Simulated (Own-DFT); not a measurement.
# Computed records: SiC (3C silicon carbide, strained, atoms displaced)

Computed with Own-DFT development build. A calculation, not a measurement: plane-wave PBE density functional theory by an unreviewed code, no spin, of a simulated periodic cell, stress positive in tension, free energy of the whole cell less one offset for each atom, forces on such cells passed a denser k mesh, this cell's mesh not checked; offsets are fitted by least squares, one for each functional and potential file, so energies compare only between cells with the same atoms and settings and are not formation energies; the far tail of each file's local potential was reset to the Coulomb form; each entry is a single point on an unrelaxed cell, so the pressure reflects the starting lattice, mostly measured values (interpolated for alloys), from which strain is counted, and rises with the displacements; printed positions are rounded, which can move forces by about a meV/angstrom; the program, named Own-DFT, is a retired in-house code; no spin-orbit coupling.

Settings shared by all entries: functional PBE; potential files PseudoDojo norm-conserving, scalar-relativistic, standard set; wave cutoff 42 hartree; occupations Fermi-Dirac; smearing width 0.1 eV; hardware one NVIDIA H100; k mesh 4 x 4 x 4 centred on Gamma.

(1) 
```cif
# cell vector a (Å): 8.8400 -0.1626 -0.1131
# cell vector b (Å): -0.1626 8.8478 -0.0980
# cell vector c (Å): -0.1131 -0.0980 8.6444
data_SiC
_symmetry_space_group_name_H-M 'P 1'
_symmetry_Int_Tables_number 1
_cell_length_a 8.8422
_cell_length_b 8.8498
_cell_length_c 8.6457
_cell_angle_alpha 91.270
_cell_angle_beta 91.470
_cell_angle_gamma 92.098
_cell_volume 675.69
loop_
_atom_site_label
_atom_site_type_symbol
_atom_site_fract_x
_atom_site_fract_y
_atom_site_fract_z
_atom_site_occupancy
Si1 Si 0.00893 0.99029 0.00434 1
Si2 Si 0.99641 0.24205 0.25921 1
Si3 Si 0.24693 0.00150 0.25899 1
Si4 Si 0.24893 0.25143 0.00812 1
C1 C 0.12195 0.11162 0.12609 1
C2 C 0.12166 0.37827 0.37445 1
C3 C 0.36537 0.12261 0.38329 1
C4 C 0.37330 0.37961 0.11915 1
Si5 Si 0.98877 0.99615 0.49021 1
Si6 Si 0.99771 0.24101 0.74848 1
Si7 Si 0.25609 0.00679 0.76149 1
Si8 Si 0.25985 0.25062 0.49943 1
C5 C 0.13132 0.11520 0.61010 1
C6 C 0.11654 0.36992 0.87994 1
C7 C 0.36707 0.12692 0.86615 1
C8 C 0.37300 0.38736 0.62826 1
Si9 Si 0.99409 0.51081 0.00084 1
Si10 Si 0.00431 0.74282 0.24682 1
Si11 Si 0.24962 0.48886 0.24175 1
Si12 Si 0.25172 0.75721 0.99837 1
C9 C 0.12646 0.62823 0.11218 1
C10 C 0.13535 0.87264 0.38119 1
C11 C 0.37047 0.62190 0.36732 1
C12 C 0.37273 0.86929 0.12357 1
Si13 Si 0.00153 0.49335 0.49494 1
Si14 Si 0.99441 0.74609 0.74883 1
Si15 Si 0.25892 0.50168 0.74790 1
Si16 Si 0.25003 0.75309 0.49967 1
C13 C 0.12580 0.61843 0.62336 1
C14 C 0.12803 0.88079 0.87564 1
C15 C 0.37631 0.62219 0.86862 1
C16 C 0.36880 0.87566 0.61929 1
Si17 Si 0.49040 0.00393 0.00437 1
Si18 Si 0.50329 0.24467 0.24964 1
Si19 Si 0.75507 0.99781 0.25596 1
Si20 Si 0.75334 0.25558 0.99412 1
C17 C 0.62577 0.12633 0.11647 1
C18 C 0.62129 0.37522 0.37196 1
C19 C 0.87226 0.12577 0.37592 1
C20 C 0.88200 0.38177 0.12401 1
Si21 Si 0.50308 0.00542 0.50360 1
Si22 Si 0.50307 0.24596 0.74637 1
Si23 Si 0.73547 0.98962 0.75345 1
Si24 Si 0.74717 0.24926 0.50427 1
C21 C 0.62717 0.12131 0.62671 1
C22 C 0.62583 0.36899 0.87557 1
C23 C 0.87643 0.12045 0.87518 1
C24 C 0.87254 0.37413 0.61986 1
Si25 Si 0.49139 0.49476 0.99144 1
Si26 Si 0.50032 0.75358 0.25044 1
Si27 Si 0.75762 0.50583 0.24780 1
Si28 Si 0.75053 0.75068 0.99744 1
C25 C 0.61897 0.62721 0.13647 1
C26 C 0.62189 0.87109 0.36919 1
C27 C 0.87227 0.61980 0.37177 1
C28 C 0.87811 0.86167 0.12205 1
Si29 Si 0.50525 0.49338 0.50669 1
Si30 Si 0.49289 0.75412 0.74977 1
Si31 Si 0.74311 0.49343 0.75044 1
Si32 Si 0.75307 0.74846 0.50097 1
C29 C 0.61052 0.61543 0.62205 1
C30 C 0.62803 0.87369 0.87433 1
C31 C 0.87651 0.61614 0.88301 1
C32 C 0.87151 0.87204 0.62369 1
_calc_free_energy_of_cell_above_offsets '-3.518'  # eV
_calc_pressure 2.15  # GPa
_calc_stress_xx -0.44  # GPa
_calc_stress_yy -0.38  # GPa
_calc_stress_zz -5.63  # GPa
_calc_stress_yz -7.61  # GPa
_calc_stress_xz -8.21  # GPa
_calc_stress_xy -11.05  # GPa
_calc_wall_time 370.1  # s
```

Force:
```tsv
element	x (eV/Å)	y (eV/Å)	z (eV/Å)
Si	-2.73	0.057	-1.435
Si	0.812	1.414	-2.347
Si	-0.155	-1.542	-1.484
Si	-1.827	-0.765	-1.988
C	1.41	2.577	2.061
C	1.357	-1.745	-0.469
C	3.402	0.854	-1.254
C	0.795	-1.859	1.023
Si	2.589	-0.465	1.58
Si	0.74	0.338	-0.703
Si	-3.814	-3.309	-5.2
Si	-2.689	0.803	0.824
C	-0.957	1.277	1.994
C	1.307	0.835	-0.365
C	3.537	2.677	3.855
C	1.572	-3.335	-0.639
Si	2.106	-3.359	-0.177
Si	0.425	0.275	0.418
Si	-0.72	2.563	0.631
Si	-0.94	-2.069	-1.155
C	0.743	-0.055	1.858
C	-3.159	0.098	-1.468
C	0.628	0.329	1.208
C	0.989	2.472	1.361
Si	-0.695	1.028	0.748
Si	1.329	-0.214	0.041
Si	-3.826	-0.729	0.415
Si	-0.244	-2.671	-0.504
C	-0.177	1.157	0.405
C	-0.017	-1.259	-0.544
C	0.27	1.792	1.669
C	2.122	1.189	2.35
Si	0.8	-0.849	-1.108
Si	-0.82	0.476	-0.509
Si	-1.493	-0.987	-2.567
Si	0.73	-1.244	0.91
C	0.45	0.059	1.549
C	1.235	-0.529	0.91
C	-0.505	-0.134	0.799
C	-1.089	-1.126	0.858
Si	-1.562	-2.138	-1.343
Si	-1.185	0.636	0.226
Si	3.421	1.924	-0.754
Si	-0.297	0.157	-1.349
C	-0.054	0.762	0.437
C	-0.683	0.706	-0.178
C	-0.666	-0.654	0.163
C	0.397	-0.01	1.198
Si	1.857	1.381	1.253
Si	-1.766	-2.123	-0.588
Si	-2.726	-1.94	-1.093
Si	-1.231	-1.725	0.517
C	0.932	-0.698	-2.744
C	1.505	2.063	2.293
C	2.131	1.729	1.85
C	0.618	2.307	1.354
Si	-2.863	-0.26	-3.964
Si	0.448	-0.979	-1.033
Si	0.799	0.766	-0.61
Si	-1.9	-1.559	-1.034
C	3.974	3.432	2.575
C	-2.209	-0.758	1.191
C	-2.409	2.426	-2.68
C	-0.018	0.53	0.759
```

(2) 
```cif
# cell vector a (Å): 8.7377 -0.0057 0.1090
# cell vector b (Å): -0.0057 8.7135 0.0732
# cell vector c (Å): 0.1090 0.0732 8.5951
data_SiC
_symmetry_space_group_name_H-M 'P 1'
_symmetry_Int_Tables_number 1
_cell_length_a 8.7384
_cell_length_b 8.7138
_cell_length_c 8.5961
_cell_angle_alpha 89.031
_cell_angle_beta 88.559
_cell_angle_gamma 90.069
_cell_volume 654.25
loop_
_atom_site_label
_atom_site_type_symbol
_atom_site_fract_x
_atom_site_fract_y
_atom_site_fract_z
_atom_site_occupancy
Si1 Si 0.99553 0.99331 0.00583 1
Si2 Si 0.99875 0.25398 0.24546 1
Si3 Si 0.24561 0.99515 0.24392 1
Si4 Si 0.25167 0.24291 0.01338 1
C1 C 0.12662 0.11713 0.12329 1
C2 C 0.13009 0.37805 0.37687 1
C3 C 0.38190 0.11364 0.37422 1
C4 C 0.37726 0.38105 0.11758 1
Si5 Si 0.00214 0.99716 0.51081 1
Si6 Si 0.98620 0.24122 0.75205 1
Si7 Si 0.24729 0.00402 0.74676 1
Si8 Si 0.26012 0.24853 0.50157 1
C5 C 0.12998 0.12382 0.61936 1
C6 C 0.12158 0.36618 0.87176 1
C7 C 0.37402 0.12299 0.87020 1
C8 C 0.37139 0.37953 0.62727 1
Si9 Si 0.00122 0.50450 0.00622 1
Si10 Si 0.99651 0.74344 0.25078 1
Si11 Si 0.24229 0.49128 0.24791 1
Si12 Si 0.24736 0.75852 0.99945 1
C9 C 0.12632 0.61367 0.11526 1
C10 C 0.12253 0.87938 0.37401 1
C11 C 0.38671 0.61962 0.38129 1
C12 C 0.37883 0.87726 0.12471 1
Si13 Si 0.00440 0.50704 0.51170 1
Si14 Si 0.99958 0.74626 0.73987 1
Si15 Si 0.24965 0.50386 0.74525 1
Si16 Si 0.25079 0.75847 0.49993 1
C13 C 0.13120 0.61659 0.61743 1
C14 C 0.12348 0.86947 0.88178 1
C15 C 0.37684 0.61921 0.86960 1
C16 C 0.37900 0.87439 0.63035 1
Si17 Si 0.49995 0.98861 0.00035 1
Si18 Si 0.50396 0.24305 0.24895 1
Si19 Si 0.74631 0.99231 0.24407 1
Si20 Si 0.75393 0.25687 0.99793 1
C17 C 0.61690 0.12596 0.11844 1
C18 C 0.62353 0.38432 0.37834 1
C19 C 0.88214 0.12593 0.37233 1
C20 C 0.87144 0.37103 0.12666 1
Si21 Si 0.50711 0.00392 0.51718 1
Si22 Si 0.49163 0.23843 0.74557 1
Si23 Si 0.74047 0.98732 0.75809 1
Si24 Si 0.75279 0.24802 0.49284 1
C21 C 0.62756 0.13019 0.62841 1
C22 C 0.62338 0.37972 0.86691 1
C23 C 0.86695 0.12903 0.86569 1
C24 C 0.87018 0.37708 0.62974 1
Si25 Si 0.50392 0.49439 0.00144 1
Si26 Si 0.49445 0.75296 0.25419 1
Si27 Si 0.75654 0.49970 0.25285 1
Si28 Si 0.75316 0.74795 0.00778 1
C25 C 0.61623 0.62330 0.11867 1
C26 C 0.62288 0.87656 0.38030 1
C27 C 0.88432 0.62913 0.37620 1
C28 C 0.86922 0.87169 0.12977 1
Si29 Si 0.50112 0.50843 0.50256 1
Si30 Si 0.49628 0.75182 0.74380 1
Si31 Si 0.73689 0.50074 0.76053 1
Si32 Si 0.74780 0.75228 0.50365 1
C29 C 0.62027 0.62721 0.62517 1
C30 C 0.61507 0.88273 0.86795 1
C31 C 0.87141 0.62754 0.87201 1
C32 C 0.87917 0.88535 0.62966 1
_calc_free_energy_of_cell_above_offsets '-3.921'  # eV
_calc_pressure 8.77  # GPa
_calc_stress_xx -7.66  # GPa
_calc_stress_yy -7.43  # GPa
_calc_stress_zz -11.2  # GPa
_calc_stress_yz 6.21  # GPa
_calc_stress_xz 8.02  # GPa
_calc_stress_xy -2.8  # GPa
_calc_wall_time 372.3  # s
```

Force:
```tsv
element	x (eV/Å)	y (eV/Å)	z (eV/Å)
Si	0.152	1.313	-1.678
Si	1.289	-0.848	1.299
Si	1.404	0.845	1.678
Si	0.341	1.651	-3.704
C	-1.475	0.428	0.705
C	-1.709	-1.622	0.629
C	-0.822	0.993	0.409
C	-1.043	-2.695	2.386
Si	0.639	2.261	-2.983
Si	3.578	2.87	-1.944
Si	0.24	-0.761	1.264
Si	-0.72	0.412	-1.078
C	-1.226	0.062	0.999
C	-0.162	0.743	1.015
C	-0.793	-1.235	2.041
C	1.251	-1.168	-0.763
Si	-0.981	-2.335	-3.346
Si	2.189	1.465	-0.89
Si	2.875	1.849	-0.238
Si	1.78	-2.921	-0.109
C	0.48	3.006	2.536
C	-0.187	-1.685	0.064
C	-3.739	2.038	-1.856
C	-1.891	-1.541	0.654
Si	-1.51	-2.77	-2.238
Si	0.531	0.11	1.819
Si	-0.067	-1.798	2.093
Si	1.022	-1.286	-0.665
C	-0.142	3.416	1.379
C	-1.08	1.249	-2.08
C	-0.429	1.394	0.914
C	-1.921	0.882	-0.839
Si	-0.373	3.47	-1.03
Si	-0.81	1.958	0.626
Si	-0.353	2.499	1.748
Si	-1.793	-0.979	-0.827
C	2.105	-1.038	-0.228
C	0.476	-1.895	-0.56
C	-1.139	-1.151	0.094
C	0.66	1.205	-0.218
Si	-0.691	-0.465	-2.765
Si	1.237	3.391	0.46
Si	2.586	4.234	-2.101
Si	-0.048	1.368	1
C	0.494	-1.291	-0.315
C	-1.85	-3.231	2.769
C	-1.011	-3.44	3.379
C	0.062	0.115	-0.602
Si	-0.753	1.359	-2.008
Si	1.207	-0.835	-0.1
Si	-1.418	0.729	0.026
Si	-1.448	-0.105	-1.977
C	1.834	0.729	1.794
C	0.21	-0.268	-0.207
C	-2.192	-1.435	1.478
C	0.887	-0.694	-0.528
Si	0.419	-2.257	0.809
Si	0.291	-1.166	1.876
Si	3.003	1.607	-3.207
Si	0.828	0.073	-0.558
C	1.265	0.309	0.459
C	0.041	-4.077	2.141
C	0.231	-0.265	0.714
C	-1.827	-2.779	0.384
```
